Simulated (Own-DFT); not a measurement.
## Calculated data, Al3GaAs4 (zincblende random alloy, strained, atoms displaced)

Computed with Own-DFT development build. A calculation, not a measurement: plane-wave density functional theory by an unreviewed code, no spin, of a simulated periodic cell, stress positive in tension, run twice, with PBE and with PBEsol, both on files made for PBE, so the change isn't that of files made for PBEsol, forces on such cells passed a denser k mesh, this cell's mesh not checked; the far tail of each file's local potential was reset to the Coulomb form; each entry is a single point on an unrelaxed cell, so the pressure reflects the starting lattice, mostly measured values (interpolated for alloys), from which strain is counted, and rises with the displacements; printed positions are rounded, which can move forces by about a meV/angstrom; the program, named Own-DFT, is a retired in-house code; no spin-orbit coupling; stress was not checked against mesh or cutoff.

### Al3GaAs4 (zincblende random alloy, strained, atoms displaced)

```
CELL_PARAMETERS angstrom
11.11280 0.15190 0.17630
0.15190 11.19190 -0.05140
0.17630 -0.05140 11.21350
ATOMIC_POSITIONS crystal
Al 0.99503 0.99369 0.00115
Ga 0.00021 0.24903 0.24923
Ga 0.25304 0.99815 0.25019
Ga 0.25382 0.24649 0.00339
As 0.12509 0.12640 0.12293
As 0.12530 0.37882 0.36946
As 0.38038 0.12335 0.37519
As 0.37246 0.37701 0.12835
Al 0.99428 0.00233 0.49722
Ga 0.00497 0.25197 0.75033
Ga 0.24658 0.00561 0.75575
Al 0.24931 0.25779 0.50033
As 0.12188 0.12104 0.62181
As 0.12107 0.37348 0.88059
As 0.38295 0.11827 0.86662
As 0.37513 0.37656 0.62758
Al 0.01004 0.49527 0.01052
Al 0.01130 0.74719 0.24572
Al 0.25497 0.49682 0.24317
Al 0.25018 0.75051 0.00237
As 0.13430 0.62557 0.12033
As 0.12878 0.87470 0.37318
As 0.37871 0.62438 0.37564
As 0.37915 0.86839 0.12101
Ga 0.99751 0.50168 0.49700
Al 0.00411 0.75084 0.74914
Ga 0.25229 0.50499 0.75034
Al 0.25321 0.75089 0.49368
As 0.12012 0.62954 0.62579
As 0.12397 0.86403 0.86972
As 0.37849 0.61623 0.87010
As 0.37754 0.87911 0.62928
Al 0.50064 0.99914 0.99643
Ga 0.49673 0.26152 0.25169
Al 0.75522 0.99733 0.24086
Al 0.74052 0.24612 0.99473
As 0.62777 0.12685 0.13617
As 0.63070 0.37905 0.37665
As 0.87817 0.13045 0.37983
As 0.87119 0.37131 0.11962
Al 0.49910 0.99647 0.49733
Al 0.49575 0.25647 0.75131
Al 0.75321 0.99616 0.75174
Al 0.74615 0.24530 0.49727
As 0.62701 0.12734 0.62583
As 0.62320 0.37137 0.87582
As 0.87966 0.12653 0.88106
As 0.87439 0.37390 0.62836
Al 0.50088 0.49844 0.00596
Al 0.49684 0.74688 0.25223
Al 0.74640 0.50022 0.25750
Al 0.74826 0.74327 0.00482
As 0.62176 0.61790 0.12585
As 0.62310 0.88242 0.37966
As 0.87491 0.62217 0.36326
As 0.87200 0.86947 0.12908
Al 0.49320 0.50677 0.50169
Al 0.51414 0.75145 0.74818
Al 0.74843 0.49290 0.73932
Al 0.75107 0.74304 0.50769
As 0.63111 0.62737 0.62263
As 0.61926 0.87131 0.87541
As 0.87305 0.62072 0.87586
As 0.87960 0.87670 0.63066
```

| Item | Value |
| --- | --- |
| functional | PBE, then PBEsol |
| potential files | PseudoDojo norm-conserving, scalar-relativistic, standard set |
| wave cutoff | 42 hartree |
| occupations | Fermi-Dirac |
| smearing width | 0.1 eV |
| k mesh | 3 x 3 x 3 centred on Gamma |
| PBE pressure | 6.76 GPa |
| PBE stress xx | -7.05 GPa |
| PBE stress yy | -6.73 GPa |
| PBE stress zz | -6.5 GPa |
| PBE stress yz | -0.92 GPa |
| PBE stress xz | 2.76 GPa |
| PBE stress xy | 2.59 GPa |
| PBEsol pressure | 4.45 GPa |
| PBEsol stress xx | -4.74 GPa |
| PBEsol stress yy | -4.43 GPa |
| PBEsol stress zz | -4.2 GPa |
| PBEsol stress yz | -0.9 GPa |
| PBEsol stress xz | 2.71 GPa |
| PBEsol stress xy | 2.54 GPa |
| rms change of force components from PBE to PBEsol | 0.038 eV/Å |

Force:
```csv
force element,PBE force x (eV/Å),PBE force y (eV/Å),PBE force z (eV/Å),PBEsol force x (eV/Å),PBEsol force y (eV/Å),PBEsol force z (eV/Å)
Al,0.597,0.133,0.059,0.591,0.134,0.052
Ga,-0.298,0.647,0.004,-0.285,0.618,-0.003
Ga,0.108,0.589,-0.295,0.104,0.563,-0.291
Ga,0.108,0.101,-0.69,0.087,0.093,-0.668
As,0.105,-1.242,-0.016,0.153,-1.135,0.045
As,0.211,-0.33,0.03,0.087,-0.316,0.036
As,-0.615,0.535,-0.116,-0.605,0.535,-0.22
As,0.913,-1.145,-1.542,0.917,-1.248,-1.504
Al,0.45,-0.426,0.375,0.445,-0.418,0.371
Ga,-0.431,-0.089,0.305,-0.415,-0.098,0.292
Ga,-0.343,-0.518,-0.348,-0.316,-0.514,-0.353
Al,-0.052,-0.629,-0.095,-0.056,-0.616,-0.091
As,0.567,0.353,-0.232,0.553,0.358,-0.097
As,1.449,-0.297,-0.903,1.466,-0.357,-0.943
As,-0.561,0.726,0.822,-0.669,0.697,0.794
As,-0.149,-0.033,-0.719,-0.207,0.041,-0.64
Al,-1.538,0.808,-0.211,-1.515,0.796,-0.2
Al,-0.733,0.431,0.619,-0.719,0.423,0.609
Al,-0.993,1.463,1.684,-0.986,1.444,1.664
Al,0.774,0.072,-1.134,0.762,0.073,-1.118
As,-0.115,-0.724,0.285,-0.104,-0.715,0.275
As,-0.523,-0.021,0.005,-0.45,0.044,-0.056
As,-0.739,-0.523,-0.795,-0.723,-0.519,-0.788
As,-0.112,0.417,0.048,-0.162,0.462,0.104
Ga,-0.164,0.195,0.422,-0.15,0.174,0.396
Al,-1.49,-0.255,0.717,-1.471,-0.25,0.707
Ga,-1.19,-0.29,0.184,-1.131,-0.291,0.175
Al,-0.231,0.426,1.405,-0.228,0.42,1.383
As,1.097,-0.911,-1.231,1.083,-0.995,-1.212
As,0.525,1.106,0.939,0.57,1.144,0.872
As,0.626,1.18,0.566,0.543,1.092,0.489
As,-0.192,-0.857,-0.353,-0.246,-0.779,-0.285
Al,0.13,0.563,1.209,0.121,0.555,1.195
Ga,0.408,-0.537,0.721,0.397,-0.544,0.687
Al,-0.544,0.899,2.207,-0.538,0.889,2.177
Al,0.591,0.032,0.882,0.584,0.035,0.87
As,-0.775,-0.13,-1.402,-0.822,-0.059,-1.319
As,-1.2,-0.443,0.646,-1.238,-0.482,0.586
As,-0.209,-0.98,-1.428,-0.142,-0.9,-1.47
As,-0.189,0.058,0.477,-0.134,0.004,0.52
Al,-0.371,1.302,1.44,-0.367,1.284,1.419
Al,0.644,-0.372,-0.111,0.63,-0.362,-0.108
Al,-0.515,1.017,0.742,-0.507,1.003,0.728
Al,0.08,0.974,0.913,0.078,0.959,0.896
As,-0.466,-0.692,0.113,-0.461,-0.681,0.113
As,-0.154,0.495,-0.556,-0.153,0.486,-0.548
As,-0.316,-0.566,-0.905,-0.255,-0.498,-0.94
As,0.757,-1.102,-1.572,0.858,-1.09,-1.549
Al,-0.362,0.007,-0.623,-0.356,0.002,-0.615
Al,0.864,0.8,0.161,0.848,0.789,0.16
Al,0.55,-0.11,-1.403,0.543,-0.114,-1.384
Al,-0.211,0.392,-0.329,-0.207,0.384,-0.324
As,0.319,0.324,0.386,0.31,0.315,0.38
As,1.386,-1.838,-1.306,1.363,-1.807,-1.286
As,0.425,0.76,0.857,0.471,0.695,0.901
As,1.006,-1.044,-0.956,0.989,-1.034,-0.941
Al,1.031,-0.537,0.463,1.011,-0.529,0.457
Al,-1.85,-0.154,0.167,-1.825,-0.151,0.165
Al,-0.454,1.081,1.908,-0.449,1.07,1.884
Al,1.008,1.637,-1.402,0.996,1.611,-1.38
As,-0.845,-1.502,0.018,-0.83,-1.482,0.015
As,1.658,0.027,0.328,1.623,0.025,0.323
As,0.603,-0.471,-0.321,0.593,-0.464,-0.316
As,-0.06,-0.781,-1.111,-0.054,-0.771,-1.091
```
